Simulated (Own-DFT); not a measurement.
Simulation results for AlN (wurtzite, atoms displaced)

Computed with Own-DFT development build. A calculation, not a measurement: plane-wave PBE density functional theory by an unreviewed code, no spin, of a simulated periodic cell, stress positive in tension, free energy of the whole cell less one offset for each atom, forces on such cells passed a denser k mesh, this cell's mesh not checked; offsets are fitted by least squares, one for each functional and potential file, so energies compare only between cells with the same atoms and settings and are not formation energies; the far tail of each file's local potential was reset to the Coulomb form; each entry is a single point on an unrelaxed cell, so the pressure reflects the starting lattice, mostly measured values (interpolated for alloys), from which strain is counted, and rises with the displacements; printed positions are rounded, which can move forces by about a meV/angstrom; the program, named Own-DFT, is a retired in-house code; no spin-orbit coupling.

Entry: AlN (wurtzite, atoms displaced)

```cif
# cell vector a (Å): 12.4480 0.0000 0.0000
# cell vector b (Å): -6.2240 10.7803 0.0000
# cell vector c (Å): 0.0000 0.0000 9.9640
data_AlN
_symmetry_space_group_name_H-M 'P 1'
_symmetry_Int_Tables_number 1
_cell_length_a 12.4480
_cell_length_b 12.4480
_cell_length_c 9.9640
_cell_angle_alpha 90.000
_cell_angle_beta 90.000
_cell_angle_gamma 120.000
_cell_volume 1337.10
loop_
_atom_site_label
_atom_site_type_symbol
_atom_site_fract_x
_atom_site_fract_y
_atom_site_fract_z
_atom_site_occupancy
Al1 Al 0.07792 0.15781 0.00410 1
Al2 Al 0.17191 0.07855 0.24149 1
N1 N 0.09560 0.16788 0.18796 1
N2 N 0.14463 0.08291 0.44379 1
Al3 Al 0.09292 0.18675 0.49395 1
Al4 Al 0.16417 0.08816 0.74668 1
N3 N 0.08281 0.17181 0.70462 1
N4 N 0.16816 0.09352 0.93827 1
Al5 Al 0.07173 0.40824 0.99889 1
Al6 Al 0.17131 0.35451 0.24506 1
N5 N 0.08202 0.39866 0.20176 1
N6 N 0.17067 0.34058 0.44542 1
Al7 Al 0.08891 0.40632 0.51691 1
Al8 Al 0.16960 0.33895 0.75845 1
N7 N 0.08154 0.42397 0.68685 1
N8 N 0.17304 0.34053 0.94055 1
Al9 Al 0.07612 0.65012 0.01639 1
Al10 Al 0.15876 0.57841 0.25142 1
N9 N 0.06722 0.67505 0.19585 1
N10 N 0.16289 0.58389 0.45142 1
Al11 Al 0.09283 0.66499 0.50908 1
Al12 Al 0.15226 0.58764 0.75392 1
N11 N 0.08473 0.65412 0.69422 1
N12 N 0.17340 0.59152 0.93461 1
Al13 Al 0.08652 0.92945 0.00850 1
Al14 Al 0.16902 0.83332 0.26202 1
N13 N 0.07949 0.93271 0.19875 1
N14 N 0.14663 0.83052 0.43657 1
Al15 Al 0.07459 0.91851 0.51206 1
Al16 Al 0.14932 0.82440 0.74990 1
N15 N 0.09975 0.92555 0.68828 1
N16 N 0.17169 0.84163 0.92886 1
Al17 Al 0.33564 0.17340 0.01309 1
Al18 Al 0.39609 0.08571 0.27665 1
N17 N 0.32730 0.15975 0.18437 1
N18 N 0.41998 0.08827 0.45652 1
Al19 Al 0.33958 0.16938 0.50013 1
Al20 Al 0.42067 0.08247 0.73060 1
N19 N 0.32975 0.17375 0.69134 1
N20 N 0.42395 0.07972 0.92529 1
Al21 Al 0.33594 0.42100 0.98371 1
Al22 Al 0.41439 0.33613 0.24232 1
N21 N 0.33567 0.40854 0.19279 1
N22 N 0.40921 0.33793 0.44349 1
Al23 Al 0.33202 0.40616 0.50177 1
Al24 Al 0.43218 0.33865 0.74698 1
N23 N 0.33699 0.42312 0.69076 1
N24 N 0.42538 0.33787 0.93282 1
Al25 Al 0.34278 0.66097 0.01168 1
Al26 Al 0.39849 0.57089 0.24205 1
N25 N 0.33081 0.66221 0.19622 1
N26 N 0.42159 0.59790 0.44331 1
Al27 Al 0.33012 0.67082 0.49851 1
Al28 Al 0.41650 0.58439 0.74113 1
N27 N 0.33361 0.65345 0.68712 1
N28 N 0.42207 0.59321 0.95445 1
Al29 Al 0.34689 0.91984 0.00331 1
Al30 Al 0.40526 0.82569 0.25124 1
N29 N 0.32456 0.91016 0.21392 1
N30 N 0.41638 0.81677 0.43747 1
Al31 Al 0.34039 0.91314 0.49654 1
Al32 Al 0.42141 0.83613 0.74995 1
N31 N 0.34032 0.92128 0.67936 1
N32 N 0.42065 0.83647 0.93568 1
Al33 Al 0.58494 0.17694 0.00793 1
Al34 Al 0.65391 0.06779 0.26418 1
N33 N 0.59668 0.18089 0.19319 1
N34 N 0.66285 0.08815 0.43007 1
Al35 Al 0.57395 0.15887 0.50783 1
Al36 Al 0.68570 0.10042 0.76630 1
N35 N 0.56872 0.16296 0.68207 1
N36 N 0.68052 0.07841 0.95475 1
Al37 Al 0.59986 0.42309 0.99524 1
Al38 Al 0.67110 0.31834 0.24123 1
N37 N 0.57952 0.42242 0.18571 1
N38 N 0.66727 0.32379 0.45486 1
Al39 Al 0.59441 0.42218 0.49685 1
Al40 Al 0.67061 0.33136 0.75743 1
N39 N 0.59806 0.42078 0.69508 1
N40 N 0.68067 0.34869 0.94408 1
Al41 Al 0.58859 0.67814 0.00468 1
Al42 Al 0.67710 0.59824 0.24393 1
N41 N 0.57428 0.65819 0.17666 1
N42 N 0.65737 0.57663 0.45097 1
Al43 Al 0.59506 0.66224 0.51202 1
Al44 Al 0.66071 0.57109 0.76134 1
N43 N 0.59049 0.67503 0.69774 1
N44 N 0.67639 0.58975 0.94447 1
Al45 Al 0.59984 0.91475 0.00551 1
Al46 Al 0.66167 0.83576 0.24386 1
N45 N 0.58898 0.92659 0.20875 1
N46 N 0.66888 0.83853 0.45667 1
Al47 Al 0.58534 0.93213 0.50912 1
Al48 Al 0.67707 0.82835 0.75508 1
N47 N 0.58729 0.91784 0.68702 1
N48 N 0.69164 0.84841 0.93873 1
Al49 Al 0.84531 0.17453 0.99418 1
Al50 Al 0.90526 0.07953 0.22872 1
N49 N 0.83637 0.17558 0.19362 1
N50 N 0.91428 0.08124 0.45189 1
Al51 Al 0.82623 0.16180 0.48529 1
Al52 Al 0.92007 0.07876 0.74318 1
N51 N 0.81968 0.15623 0.67258 1
N52 N 0.90106 0.07255 0.93734 1
Al53 Al 0.82888 0.40843 0.98738 1
Al54 Al 0.90672 0.33546 0.24155 1
N53 N 0.81950 0.41461 0.20585 1
N54 N 0.91687 0.33178 0.44175 1
Al55 Al 0.83635 0.41851 0.51496 1
Al56 Al 0.91483 0.31808 0.72741 1
N55 N 0.83084 0.41393 0.69731 1
N56 N 0.93063 0.33827 0.94119 1
Al57 Al 0.82562 0.65864 0.00649 1
Al58 Al 0.92184 0.59264 0.24352 1
N57 N 0.82251 0.65416 0.21363 1
N58 N 0.93248 0.58507 0.45230 1
Al59 Al 0.83334 0.65343 0.49092 1
Al60 Al 0.90336 0.56399 0.75078 1
N59 N 0.84168 0.66862 0.70161 1
N60 N 0.92502 0.58859 0.94260 1
Al61 Al 0.83349 0.91613 0.99932 1
Al62 Al 0.91763 0.83560 0.23958 1
N61 N 0.84254 0.92725 0.19268 1
N62 N 0.90336 0.82249 0.44172 1
Al63 Al 0.83894 0.92150 0.50467 1
Al64 Al 0.92290 0.83441 0.75179 1
N63 N 0.83745 0.91360 0.68038 1
N64 N 0.90381 0.81885 0.94434 1
```

It was run with functional PBE, potential files PseudoDojo norm-conserving, scalar-relativistic, standard set, wave cutoff 42 hartree, occupations Fermi-Dirac, smearing width 0.1 eV, hardware one NVIDIA H100 and k mesh 2 x 2 x 2 centred on Gamma.

It finds free energy of cell above offsets -24.366 eV; pressure 11.71 GPa; stress xx -14.16 GPa; stress yy -12.22 GPa; stress zz -8.75 GPa; stress yz -1.09 GPa; stress xz -0.19 GPa; stress xy 0.45 GPa; wall time 399.7 s.

Force:
```csv
element,x (eV/Å),y (eV/Å),z (eV/Å)
Al,-0.642,2.037,-0.4
Al,-3.881,4.347,3.748
N,-2.513,0.835,0.231
N,4.489,-0.284,-0.768
Al,-1.809,-4.282,0.989
Al,1.6,0.473,0.575
N,-0.15,1.067,-1.751
N,1.192,-1.221,0.252
Al,6.791,4.104,1.681
Al,10.69,-7.424,3.487
N,-11.68,6.495,-4.742
N,1.139,1.025,-1.838
Al,-3.265,2.459,-3.764
Al,0.086,0.33,-1.142
N,0.637,-1.713,3.487
N,-1.599,-0.949,0.912
Al,0.723,3.389,-2.778
Al,-0.131,-0.112,1.623
N,6.401,0.946,-1.537
N,2.249,-1.581,-2.788
Al,-2.698,1.478,-0.019
Al,9.603,-3.735,2.097
N,-8.465,5.138,-2.605
N,0.003,-1.657,3.484
Al,1.023,-1.925,-1.65
Al,-3.458,-0.238,-0.982
N,2.153,-5.936,-2.569
N,2.686,0.344,2.557
Al,-0.538,-0.32,-3.226
Al,3.346,-0.115,0.016
N,-3.107,-0.365,1.393
N,-0.068,-0.294,3.654
Al,0.685,-0.456,-5.932
Al,3.671,-0.929,-2.511
N,1.372,1.547,3.06
N,-1.621,-2.037,-1.985
Al,-3.819,0.867,1.793
Al,-4.651,-1.602,3.217
N,1.659,-0.347,-0.774
N,-0.48,1.715,2.409
Al,1.538,-0.166,1.565
Al,2.767,-0.484,1.827
N,-3.955,1.896,-2.178
N,5.388,-2.765,-2.03
Al,-2.981,4.892,1.141
Al,-2.114,-0.922,-0.307
N,0.938,-1.756,0.745
N,0.271,0.074,1.408
Al,-4.852,2.573,-1.827
Al,3.97,1.168,2.972
N,-2.373,0.157,-0.872
N,1.287,-2.872,-1.011
Al,1.609,-3.947,1.993
Al,1.517,0.65,1.029
N,-3.849,2.99,0.507
N,2.938,-2.094,-2.737
Al,-2.54,-0.031,-1.036
Al,2.174,0.575,1.073
N,1.572,2.538,-2.171
N,-1.503,5.986,-0.701
Al,-1.55,-1.16,-0.058
Al,0.057,-0.874,-1.083
N,-0.378,-2.167,0.51
N,2.203,-0.934,2.639
Al,0.593,-2.183,-0.79
Al,-0.027,7.444,-3.71
N,-1.673,-10.48,-2.364
N,-0.875,-0.353,4.672
Al,3.089,2.811,-1.771
Al,-3.661,-4.475,-0.372
N,5.67,3.229,2.94
N,-2.382,2.465,-1.372
Al,-4.219,0.602,2.171
Al,-4.871,7.649,5.847
N,1.63,-0.73,0.375
N,-0.685,1.443,-1.297
Al,-0.573,-3.226,0.321
Al,-1.273,-1.16,-1.887
N,-0.845,-1.533,-0.776
N,-1.763,-4.353,-1.893
Al,1.191,-1.09,-2.974
Al,-7.11,-5.211,2.366
N,0.147,2.227,3.547
N,3.371,0.87,-2.612
Al,-4.763,3.203,-0.74
Al,0.722,4.479,-1.004
N,0.557,-3.684,0.856
N,-2.713,-1.513,-0.179
Al,-2.768,0.832,-0.402
Al,1.862,-1.395,3.4
N,-1.155,-6.707,-4.525
N,-0.032,-0.312,-2.082
Al,1.983,-3.35,-1.297
Al,-1.431,2.719,-1.819
N,0.201,0.889,2.99
N,-5.488,-4.487,-0.358
Al,-0.792,-0.983,2.16
Al,2.564,4.354,3.511
N,-0.696,-1.799,-1.192
N,0.225,1.961,-1.722
Al,0.992,0.736,-0.281
Al,-1.651,-0.535,-0.236
N,2.784,1.591,1.237
N,2.693,2.291,-0.514
Al,4.348,3.526,2.611
Al,1.628,0.031,2.89
N,4.857,3.833,-3.463
N,0.151,0.404,0.65
Al,0.522,-0.762,-3.23
Al,-0.228,2.011,0.838
N,1.28,-3.504,0.41
N,-6.016,-3.115,-2.795
Al,2.998,1.259,0.153
Al,-3.329,-4.992,4.125
N,4.737,4.877,-3.788
N,-2.287,-1.467,-1.29
Al,-0.535,1.984,1.65
Al,0.802,5.728,1.003
N,-0.607,-1.638,-1.227
N,-1.576,-2.65,0.466
Al,4.568,1.165,2.015
Al,-0.737,-0.353,2.972
N,-1.499,-4.687,-1.894
N,1.198,0.643,-0.511
Al,-0.808,-1.614,-2.667
Al,-0.269,-0.598,-0.148
N,0.923,0.415,3.944
N,1.3,2.871,0.762
```
